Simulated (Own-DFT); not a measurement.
# Strain and stress in wurtzite AlN, 72 atoms (Al36N36)

Calculated, not measured: single-point runs of Own-DFT, a retired in-house plane-wave DFT program that no person has reviewed, on unrelaxed cells, without spin or spin-orbit coupling.

Settings: PBE; PseudoDojo norm-conserving scalar-relativistic files; cutoff 42 hartree; 3 x 3 x 2 k mesh centred on Gamma; Fermi-Dirac smearing of 0.1 eV.

Keep in mind: forces on such cells moved up to 12 meV/angstrom on a denser k mesh; stress not checked against mesh or cutoff.

Unstrained cell vectors in Å: (9.336, 0.000, 0.000); (-4.668, 8.085, 0.000); (0.000, 0.000, 9.964). The unstrained cell has measured lattice constants (interpolated for alloys), not those of this functional. That, the random moves and any unrelaxed bonds set the pressure at no strain. A uniform strain is put on this cell, atoms riding along. Each atom got a random Gaussian move of width 0.05 Å along each axis. Strain is the symmetric tensor, in per cent. Stress is positive in tension, and the pressure is minus a third of its trace.

| run | e_xx (%) | e_yy (%) | e_zz (%) | e_yz (%) | e_xz (%) | e_xy (%) | s_xx (GPa) | s_yy (GPa) | s_zz (GPa) | s_yz (GPa) | s_xz (GPa) | s_xy (GPa) | P (GPa) | E (meV/atom) |
|---|---|---|---|---|---|---|---|---|---|---|---|---|---|---|
| 1 | 1.74 | 1.11 | 0.23 | 1.97 | -0.14 | -0.01 | 3.11 | 2.29 | -2.00 | 4.60 | -0.95 | -0.28 | -1.13 | 0.0 |
| 2 | 0.40 | -1.63 | 1.38 | 1.95 | -0.01 | -1.30 | -4.26 | -12.85 | 0.25 | 4.29 | 0.47 | -6.12 | 5.62 | 24.2 |
| 3 | 0.17 | 0.87 | -1.65 | -1.99 | 0.03 | 1.29 | -4.54 | -4.33 | -13.25 | -5.19 | -0.49 | 4.94 | 7.37 | 41.6 |
| 4 | -0.80 | 0.42 | 0.64 | 1.98 | 0.71 | -0.31 | -7.36 | -4.77 | -2.53 | 5.09 | 1.29 | -0.88 | 4.89 | 13.4 |
| 5 | 1.41 | -0.14 | -0.85 | 0.49 | 1.55 | -0.44 | -0.39 | -4.80 | -9.40 | 0.98 | 4.56 | -1.16 | 4.86 | 21.0 |
| 6 | -1.52 | -0.64 | 0.02 | 0.01 | -0.39 | 0.84 | -14.42 | -9.56 | -8.05 | -0.31 | -0.88 | 3.13 | 10.67 | 29.2 |
| 7 | 1.24 | 1.64 | -0.88 | 1.14 | 0.22 | 0.24 | 1.50 | 2.62 | -8.52 | 3.60 | 0.50 | 1.02 | 1.47 | 10.5 |
| 8 | -0.27 | 0.09 | 0.69 | 0.81 | 1.33 | -0.96 | -7.44 | -4.36 | -2.53 | 2.27 | 3.40 | -3.58 | 4.77 | 22.0 |
| 9 | -0.12 | -1.33 | -1.69 | -0.98 | 1.17 | 1.90 | -10.28 | -16.51 | -12.62 | -3.28 | 2.98 | 5.31 | 13.14 | 62.3 |
| 10 | 0.02 | 1.65 | 0.28 | -0.26 | -1.08 | -0.72 | -3.94 | 1.61 | -1.87 | -1.12 | -2.22 | -0.40 | 1.40 | 7.7 |
| 11 | 0.38 | -1.20 | 0.79 | 1.72 | -1.69 | -0.37 | -3.85 | -13.45 | -1.76 | 5.23 | -3.50 | -0.55 | 6.35 | 34.6 |
| 12 | 1.04 | 0.18 | 0.12 | 0.59 | -1.33 | -0.76 | 0.26 | -4.51 | -4.92 | 0.92 | -3.07 | -2.85 | 3.06 | 15.0 |
| 13 | 0.54 | 0.74 | 0.49 | 0.63 | 1.02 | 1.72 | -1.36 | -3.34 | -1.55 | 0.70 | 3.18 | 6.47 | 2.08 | 15.6 |
| 14 | 0.75 | -0.03 | -0.44 | -0.07 | -1.52 | 1.56 | -4.87 | -4.72 | -6.03 | -0.03 | -4.60 | 7.16 | 5.21 | 29.5 |
| 15 | 1.00 | 1.60 | 1.01 | -0.53 | -0.52 | 0.76 | 0.06 | 4.37 | -0.92 | -1.73 | -1.39 | 1.92 | -1.17 | 29.6 |
| 16 | 0.77 | 0.99 | 0.57 | -0.88 | 1.72 | -1.70 | ? | ? | ? | ? | ? | ? | ? | ? |

The last column gives the free energy per atom over the lowest of the runs shown.

## Working it out

Each stress component was fitted by least squares to a constant and the strains of the runs shown, as fractions, with shears doubled. Shear strains stay in the fit of a normal stress only where such slopes are resolved. The slopes, in GPa:

| stress | at no strain | per e_xx | per e_yy | per e_zz | scatter |
|---|---|---|---|---|---|
| s_xx | -6.0 | 462 ± 37 | 113 ± 30 | 92 ± 33 | 1.13 |
| s_yy | -6.4 | 113 ± 46 | 521 ± 37 | 105 ± 41 | 1.41 |
| s_zz | -5.4 | 67 ± 36 | 40 ± 29 | 455 ± 31 | 1.08 |

The slope of each shear stress on twice its own strain, from a fit on all six strains: yz 141 ± 10, xz 130 ± 7, xy 174 ± 16 GPa. These are stiffnesses along x, y and z of the frame in which the cell vectors are given, with the crystal's c axis along z: C11, C12, C13 and C33. Hexagonal symmetry asks that xx and yy behave alike, which is a second check on the noise. These are clamped-ion slopes: internal relaxation, where symmetry allows it, would soften some. Symmetry asks for nearly equal slopes across the diagonal; the mismatch is a measure of noise. A ninth of the table's sum, 219 ± 5 GPa, estimates the bulk modulus near the mean pressure of these runs, 4.6 GPa, so it lies above the value at zero pressure.

## The run left out

Q: what normal stresses and pressure should run 16 give?

Estimate: s_xx = -0.7, s_yy = 0.2, s_zz = -1.9 and P = 0.8 GPa. The calculation gave -1.06, -0.40, -1.98 and P = 1.14 GPa.
